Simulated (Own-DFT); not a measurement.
Simulation results for Hf₃₆O₇₁ (tetragonal hafnia with one neutral oxygen vacancy, atoms displaced)

A calculation, not a measurement: plane-wave PBE and HSE06 DFT by an unreviewed code, no spin, of a simulated cell at Gamma alone, so results move with cell size and shape, stress positive in tension, energies less offsets, not probed for a lower state with spin; hafnium file: forces about 75 meV/angstrom off all-electron values; oxygen file: force components 24 meV/angstrom off all-electron in a glass; k mesh not checked against a denser one; forces and stress are PBE's, HSE06 gives the energy alone, and its difference from PBE has offsets of its own; offsets are fitted by least squares, one for each functional and potential file, so energies compare only between cells with the same atoms and settings and are not formation energies; the far tail of each file's local potential was reset to the Coulomb form; each entry is a single point on an unrelaxed cell, so the pressure reflects the starting lattice, taken from the Materials Project, from which strain is counted, and rises with the displacements; printed positions are rounded, which can move forces by about a meV/angstrom; the program is a retired in-house code; no spin-orbit coupling. Program: Own-DFT development build.

Common to all runs: first functional PBE; second functional HSE06; exact exchange share 0.25; screening 0.11 1/bohr; exchange divergence Gygi-Baldereschi; potential files PseudoDojo norm-conserving, scalar-relativistic, made for PBE, standard set; wave cutoff 48 hartree; occupations fixed; k mesh 1 x 1 x 1 centred on Gamma.

(1) Hf₃₆O₇₁ (tetragonal hafnia with one neutral oxygen vacancy, atoms displaced)

```xyz
107
Lattice="10.7800 0.0000 0.0000 0.0000 10.7800 0.0000 0.0000 0.0000 10.4493" Properties=species:S:1:pos:R:3 Hf36O71
Hf    10.7522    10.7093    10.4434
Hf     1.7707     1.7906     2.6316
O     10.7699     1.7574     1.6131
O      1.7742    10.7330     3.6555
O     10.7615     1.7908     4.2039
O      1.8054     0.0178     1.0603
Hf     0.0000     0.0332     5.2210
Hf     1.7970     1.8180     7.8950
O      0.0272     1.8045     6.8211
O      1.7465     0.0036     8.8899
O     10.7747     1.7896     9.4154
O      1.8416     0.0185     6.2247
Hf     0.0395     3.6047    10.3957
Hf     1.8102     5.3379     2.6286
O     10.7722     5.3382     1.6228
O      1.7864     3.6000     3.6600
O     10.7712     5.4002     4.2316
O      1.8190     3.6292     1.0231
Hf    10.7574     3.5873     5.2480
Hf     1.7491     5.3723     7.7765
O      0.0661     5.4162     6.8133
O      1.7809     3.5586     8.8559
O     10.7332     5.4027     9.4482
O      1.7720     3.5824     6.2375
Hf    10.7520     7.1482     0.0402
Hf     1.7494     8.9811     2.5738
O     10.7458     8.9797     1.5964
O      1.8016     7.1478     3.6235
O     10.7416     8.9856     4.1918
O      1.7650     7.1750     1.0568
Hf     0.0049     7.2010     5.2343
Hf     1.8433     9.0329     7.8199
O     10.7772     8.9930     6.7605
O      1.8100     7.1949     8.9076
O     10.7562     8.9429     9.3866
O      1.8047     7.1191     6.2056
Hf     3.5834     0.0246     0.0281
Hf     5.4130     1.7935     2.6155
O      3.5843     1.7716     1.5848
O      5.4087    10.7451     3.6236
O      3.5983     1.7623     4.1660
O      5.3474    10.7663     1.0132
Hf     3.5538     0.0371     5.1608
Hf     5.4049     1.8315     7.8477
O      3.5793     1.7870     6.8138
O      5.3896     0.0472     8.8702
O      3.5915     1.7970     9.4004
O      5.4227    10.7620     6.2427
Hf     3.6211     3.6530    10.4429
Hf     5.3928     5.3838     2.5835
O      3.6092     5.3782     1.5974
O      5.3631     3.6411     3.6094
O      3.6352     5.3550     4.2127
O      5.4248     3.6060     0.9997
Hf     3.5733     3.5188     5.1977
Hf     5.3717     5.3948     7.8590
O      3.5764     5.3922     6.8586
O      5.3642     3.6417     8.8458
O      3.6102     5.3580     9.3953
O      5.3592     3.6385     6.2321
Hf     3.5904     7.1780    10.4247
Hf     5.3593     8.9752     2.5768
O      3.5529     9.0204     1.6296
O      5.4089     7.1721     3.6302
O      3.5722     8.9902     4.2194
O      5.3535     7.2522     1.0437
Hf     3.6628     7.1727     5.2081
Hf     5.3359     8.9685     7.8589
O      3.5831     8.9782     6.8306
O      5.3498     7.2030     8.8514
O      3.6270     8.9431     9.4255
O      5.3923     7.1524     6.2593
Hf     7.1860     0.0454    10.4184
Hf     8.9908     1.7457     2.6092
O      7.2382     1.8153     1.6100
O      8.9871     0.0703     3.6669
O      7.2015     1.7945     4.2253
O      9.0276     0.0170     1.0553
Hf     7.1551     0.0063     5.1898
Hf     8.9752     1.7956     7.8511
O      7.1404     1.7360     6.8304
O      8.9492     0.0201     8.7963
O      7.2098     1.7605     9.3691
O      8.9609    10.7766     6.2054
Hf     7.1056     3.5445    10.4125
Hf     8.9377     5.3922     2.6254
O      7.1817     5.3749     1.5934
O      8.9594     3.6297     3.6128
O      7.1626     5.3947     4.1937
Hf     7.1940     3.5932     5.2092
Hf     8.9906     5.3736     7.8764
O      7.1838     5.3630     6.8457
O      8.9786     3.5821     8.8782
O      7.1732     5.3653     9.4118
O      9.0157     3.5813     6.1995
Hf     7.1939     7.1843    10.4325
Hf     8.9888     8.9654     2.6219
O      7.2248     9.0227     1.5726
O      8.9873     7.1738     3.6459
O      7.1720     8.9402     4.2480
O      8.9528     7.2101     1.0470
Hf     7.1892     7.1789     5.1762
Hf     9.0340     8.9513     7.8246
O      7.1948     8.9905     6.8589
O      9.0059     7.1813     8.8758
O      7.1950     8.9366     9.4370
O      8.9911     7.1838     6.2823
```

- PBE energy of cell above offsets: -100.935 eV
- HSE06 less PBE above offsets: -0.161 eV
- PBE pressure: 0.96 GPa
- PBE stress xx: -0.42 GPa
- PBE stress yy: -0.91 GPa
- PBE stress zz: -1.55 GPa
- PBE stress yz: 0.57 GPa
- PBE stress xz: 0.02 GPa
- PBE stress xy: 0.11 GPa

Force:
```tsv
element	x (eV/Å)	y (eV/Å)	z (eV/Å)
Hf	0.612	0.815	-0.171
Hf	-0.078	-0.28	-0.465
O	0.445	0.688	-0.158
O	0.044	0.955	-0.213
O	0.362	0.567	-0.081
O	-0.744	-0.266	-0.413
Hf	-0.347	-0.71	0.376
Hf	0.107	-0.635	-0.857
O	-0.481	-0.192	0.107
O	0.363	-0.385	-0.128
O	-0.096	-0.298	0.41
O	-0.733	-0.243	0.368
Hf	-0.96	-0.376	1.131
Hf	-0.408	0.981	0.122
O	-0.38	-0.075	-0.285
O	0.216	-0.83	-0.098
O	-0.028	-0.374	0.096
O	-0.009	-0.26	-0.179
Hf	0.724	0.298	-0.854
Hf	1.73	0.872	0.741
O	-2.156	-0.4	-0.01
O	-0.13	1.13	0.292
O	0.266	-0.408	-0.336
O	0.467	0.028	0.15
Hf	0.368	0.328	-0.307
Hf	0.414	-0.874	1.023
O	0.209	0.108	-0.643
O	-0.023	0.527	-0.315
O	0.048	0.149	-0.165
O	0.373	0.084	-0.475
Hf	0.232	-0.114	-0.258
Hf	-0.907	-0.932	0.2
O	0.879	0.095	0.471
O	-0.027	-0.17	-0.773
O	-0.15	0.339	0.594
O	0.348	0.481	0.283
Hf	-0.157	0.005	-0.412
Hf	-0.388	-0.108	0.027
O	0.391	0.201	0.295
O	0.127	0.798	-0.338
O	0.068	0.603	-0.438
O	1.103	0.292	0.064
Hf	0.942	-1.284	1.191
Hf	-0.905	-0.68	-0.708
O	0.363	0.251	-0.196
O	0.067	-0.654	0.075
O	-0.047	0.344	0.616
O	-1.262	0.06	-0.35
Hf	-0.615	-0.881	0.052
Hf	-0.097	0.479	0.634
O	-0.022	-0.059	-0.51
O	0.268	-1.548	-0.091
O	-0.242	0.136	0.097
O	-0.993	-0.37	0.37
Hf	0.091	1.253	0.765
Hf	-0.011	0.562	-1.085
O	-0.021	-0.019	-0.313
O	0.299	-1.241	0.518
O	-0.015	0.651	0.701
O	0.414	-0.484	-0.228
Hf	-0.766	-0.223	0.064
Hf	0.412	-0.296	0.159
O	0.174	-0.13	-0.493
O	-0.242	0.273	-0.09
O	0.358	-0.238	-0.072
O	0.588	-0.216	-0.414
Hf	-1.091	-0.338	-0.019
Hf	1.364	0.861	-0.528
O	0.132	-0.129	-0.197
O	0.131	-0.646	0.459
O	-0.215	1.195	0.21
O	0.32	0.215	-0.133
Hf	0.06	-1.751	0.26
Hf	0.659	1.186	0.038
O	-1.183	0.025	-0.765
O	-0.17	-1.767	-0.358
O	-0.589	0.577	-0.475
O	-0.926	-0.066	-0.612
Hf	0.295	-0.743	1.172
Hf	0.288	-0.196	-0.818
O	0.875	0.848	-0.207
O	0.237	-0.649	0.911
O	-0.406	1.01	0.538
O	0.453	0.257	0.119
Hf	2.348	0.803	0.085
Hf	0.778	-0.259	-0.227
O	-0.136	-0.082	-0.373
O	-0.082	-0.847	-0.432
O	0.143	-0.362	0.012
Hf	-0.324	0.471	0.325
Hf	-0.38	0.568	-0.529
O	0.475	-0.224	-0.093
O	0.097	0.015	-0.257
O	0.019	0.307	0.401
O	-1.007	0.017	0.798
Hf	-0.18	0.048	0.181
Hf	-0.395	0.344	0.518
O	-0.693	0.062	0.504
O	-0.252	0.34	-0.016
O	0.217	0.748	-0.796
O	0.236	-0.114	-0.008
Hf	0.183	0.019	1.424
Hf	-1.002	0.119	-0.563
O	-0.232	-0.265	0.152
O	-0.271	-0.496	0.154
O	-0.104	0.983	0.359
O	-0.104	-0.195	-0.286
```

(2) Hf₃₆O₇₁ (tetragonal hafnia with one neutral oxygen vacancy, atoms displaced)

```xyz
107
Lattice="10.7800 0.0000 0.0000 0.0000 10.7800 0.0000 0.0000 0.0000 10.4493" Properties=species:S:1:pos:R:3 Hf36O71
Hf    10.7195     0.0384     0.0388
Hf     1.7080     1.9356     2.6280
O      1.7285     0.0422     3.6238
O     10.7670     1.9321     4.1888
O      1.7673     0.0243     1.0957
Hf    10.7539    10.7691     5.1916
Hf     1.6053     1.7802     7.7780
O     10.7468     1.6532     6.8712
O      1.7651    10.7115     8.8087
O      0.0571     1.8879     9.3665
O      1.8680    10.7176     6.3270
Hf    10.7656     3.5526    10.3580
Hf     1.9614     5.4340     2.5844
O     10.7433     5.4010     1.6769
O      1.8202     3.4840     3.7066
O      0.0447     5.2881     4.1106
O      1.8977     3.5363     0.9377
Hf    10.6155     3.6492     5.1905
Hf     1.7952     5.4286     8.0145
O      0.0864     5.3405     6.7469
O      1.7334     3.6169     8.9154
O      0.0457     5.3787     9.4969
O      1.7101     3.6610     6.3867
Hf    10.7772     7.2285    10.4303
Hf     1.7906     8.9451     2.5799
O     10.7662     9.0268     1.5264
O      1.7817     7.1334     3.7888
O      0.0540     8.9052     4.1870
O      1.6637     7.1758     1.0690
Hf    10.7586     7.1443     5.2749
Hf     1.8206     8.8950     7.8208
O      0.0192     9.0539     6.9578
O      1.9077     7.2363     8.8899
O      0.0322     8.9287     9.4687
O      1.8209     7.2818     6.1886
Hf     3.5939     0.0602     0.0664
Hf     5.1934     1.7400     2.6120
O      3.5499     1.7663     1.5190
O      5.4716     0.0445     3.6439
O      3.6473     1.8130     4.1057
O      5.3610     0.0618     0.8460
Hf     3.7261    10.6207     5.1578
Hf     5.3926     1.7340     7.7301
O      3.6505     1.9357     6.7937
O      5.4172    10.7553     8.9976
O      3.6318     1.6559     9.5392
O      5.4583    10.7745     6.2030
Hf     3.5382     3.5315     0.0213
Hf     5.3230     5.4389     2.6949
O      3.5724     5.4129     1.5891
O      5.3511     3.5831     3.4841
O      3.5640     5.4860     4.0962
O      5.4734     3.6267     1.0150
Hf     3.4876     3.6492     5.1862
Hf     5.4134     5.4597     8.0017
O      3.5823     5.4214     6.7225
O      5.3180     3.6770     8.8955
O      3.5366     5.2832     9.4208
O      5.3551     3.4536     6.1356
Hf     3.5539     7.1815    10.4128
Hf     5.4657     9.0721     2.5761
O      3.4387     9.0876     1.4956
O      5.3646     7.0694     3.4936
O      3.6810     8.9727     4.1743
O      5.3564     7.1151     1.0696
Hf     3.4357     7.2886     5.3816
Hf     5.2326     8.8568     7.8006
O      3.5459     8.8402     6.7966
O      5.4826     7.3226     8.7612
O      3.4834     9.0010     9.4253
O      5.3814     7.2866     6.1894
Hf     7.1528    10.7720    10.3701
Hf     8.9926     1.8450     2.5626
O      7.2056     1.7644     1.6307
O      8.9955     0.0082     3.5176
O      7.0469     1.7919     4.1191
O      9.1121     0.0988     1.0956
Hf     7.1598    10.7022     5.1350
Hf     8.9269     1.8613     7.6955
O      7.1523     1.8725     6.7732
O      9.0331    10.7248     8.8865
O      7.0920     1.8326     9.3680
O      9.0526     0.0118     6.3632
Hf     7.1274     3.7400    10.3591
Hf     9.0814     5.4598     2.5667
O      7.1935     5.3615     1.6485
O      9.0407     3.7466     3.6243
O      7.0287     5.4015     4.1539
O      8.8856     3.6448     1.0938
Hf     7.3055     3.4896     5.2228
Hf     8.9745     5.4105     7.8614
O      7.1782     5.3436     6.7693
O      8.9768     3.6242     8.8108
O      7.1588     5.3623     9.5293
O      8.9308     3.5727     6.2621
Hf     7.1594     7.1837     0.1529
Hf     8.9191     8.9377     2.6994
O      7.2665     8.9761     1.6242
O      8.9288     7.1935     3.5427
O      7.2732     8.9952     4.3301
O      9.0919     7.1921     1.0515
Hf     7.2613     7.3155     5.1269
Hf     8.9327     8.9386     7.7645
O      7.0560     9.1109     6.8698
O      9.0728     7.1596     8.9319
O      7.0819     8.9992     9.4099
O      9.0117     7.2791     6.3273
```

- PBE energy of cell above offsets: -86.572 eV
- HSE06 less PBE above offsets: 0.631 eV
- PBE pressure: 5.16 GPa
- PBE stress xx: -4.53 GPa
- PBE stress yy: -5.99 GPa
- PBE stress zz: -4.97 GPa
- PBE stress yz: 0.36 GPa
- PBE stress xz: 0.42 GPa
- PBE stress xy: 0.08 GPa

Force:
```tsv
element	x (eV/Å)	y (eV/Å)	z (eV/Å)
Hf	1.988	-1.213	-1.109
Hf	0.078	-3.239	-1.544
O	-0.016	-0.548	0.348
O	-0.608	-2.352	0.12
O	-1.131	0.632	-0.65
Hf	2.007	0.114	0.197
Hf	4.388	-0.432	1.437
O	-1.618	0.504	-2.346
O	-0.317	0.933	0.004
O	-0.49	-1.66	0.231
O	0.052	0.254	-2.083
Hf	-0.401	0.565	2.465
Hf	-3.178	-0.144	1.763
O	2.977	-0.454	-1.518
O	0.622	3.21	0.14
O	-0.359	2.504	1.596
O	-3.548	0.195	2.37
Hf	2.925	0.685	-0.13
Hf	0.414	-2.892	-2.062
O	-2.099	1.593	0.997
O	0.513	-0.386	-0.244
O	0.199	0.875	-1.229
O	0.14	-1.055	-1.433
Hf	-0.98	0.276	0.522
Hf	-2.098	1.329	0.101
O	-0.274	-0.335	1.537
O	0.133	0.979	-1.532
O	-1.061	0.512	1.065
O	3.088	-0.326	0.438
Hf	1.603	-0.799	-1.273
Hf	-1.516	4.022	1.593
O	-0.735	-0.733	-1.821
O	-0.127	-1.818	0.574
O	0.044	0.65	-0.366
O	-5.194	-0.119	3.308
Hf	-2.631	-1.888	-1.173
Hf	2.83	3.808	-0.703
O	-0.623	0.271	0.708
O	-0.176	-3.112	-0.038
O	-0.042	-1.614	0.966
O	1.59	-1.29	4.168
Hf	-2.634	4.404	1.093
Hf	-1.14	1.003	1.706
O	-1.882	-1.004	0.521
O	-0.337	-0.401	-3.069
O	-0.281	3.852	-2.193
O	-1.476	0.123	0.17
Hf	3.81	-1.675	-1.218
Hf	1.995	-4.891	-2.015
O	0.606	0.195	-2.002
O	-0.815	-0.37	0.813
O	-0.486	-0.982	0.93
O	-2.047	-0.234	-0.808
Hf	1.407	-0.694	1.291
Hf	-0.447	-2.279	-3.572
O	0.146	0.688	1.511
O	0.495	-0.586	-1.068
O	0.322	2.932	-0.12
O	0.989	0.86	-0.28
Hf	-0.97	0.733	0.983
Hf	-2.724	-1.945	-0.743
O	3.095	-1.376	1.243
O	1.091	7.657	2.316
O	0.215	-0.626	-1.047
O	-0.256	1.29	-1.692
Hf	4.945	-3.215	-3.953
Hf	2.325	5.054	-0.061
O	0.142	1.18	-0.969
O	-0.595	-4.635	3.45
O	1.202	-1.201	-0.289
O	0.809	0.193	-0.2
Hf	0.96	2.247	-0.809
Hf	-1.039	1.002	-1.529
O	-0.416	-0.984	-0.067
O	-0.002	-0.342	2.394
O	1.753	-0.448	1.596
O	-1.816	0.381	-0.283
Hf	1.036	4.712	2.462
Hf	-0.674	-1.893	2.886
O	1.273	-0.562	-0.795
O	-0.452	0.833	-0.226
O	0.864	-0.11	-0.186
O	-1.709	-0.361	-2.287
Hf	-0.103	-6.044	4.199
Hf	-2.199	-2.103	-0.732
O	0.178	1.73	-1.053
O	-0.92	-2.238	1.426
O	1.179	0.525	1.891
O	1.419	-0.678	-1.526
Hf	-5.36	1.761	-2.296
Hf	0.172	0.342	-0.452
O	0.446	0.546	1.861
O	0.224	0.227	0.044
O	-0.105	5.442	-3.14
O	1.824	-0.351	1.21
Hf	1.415	0.09	-0.425
Hf	4.115	1.809	-2.58
O	-1.805	0.012	-0.195
O	-0.186	0.064	3.072
O	-0.292	0.621	-3.957
O	-2.407	0.313	0.013
Hf	-2.448	-6.818	2.671
Hf	-0.021	1.526	2.354
O	1.858	-0.616	-0.896
O	-1.093	-0.337	-1.001
O	1.278	-1.584	1.316
O	-0.823	-0.261	-1.09
```
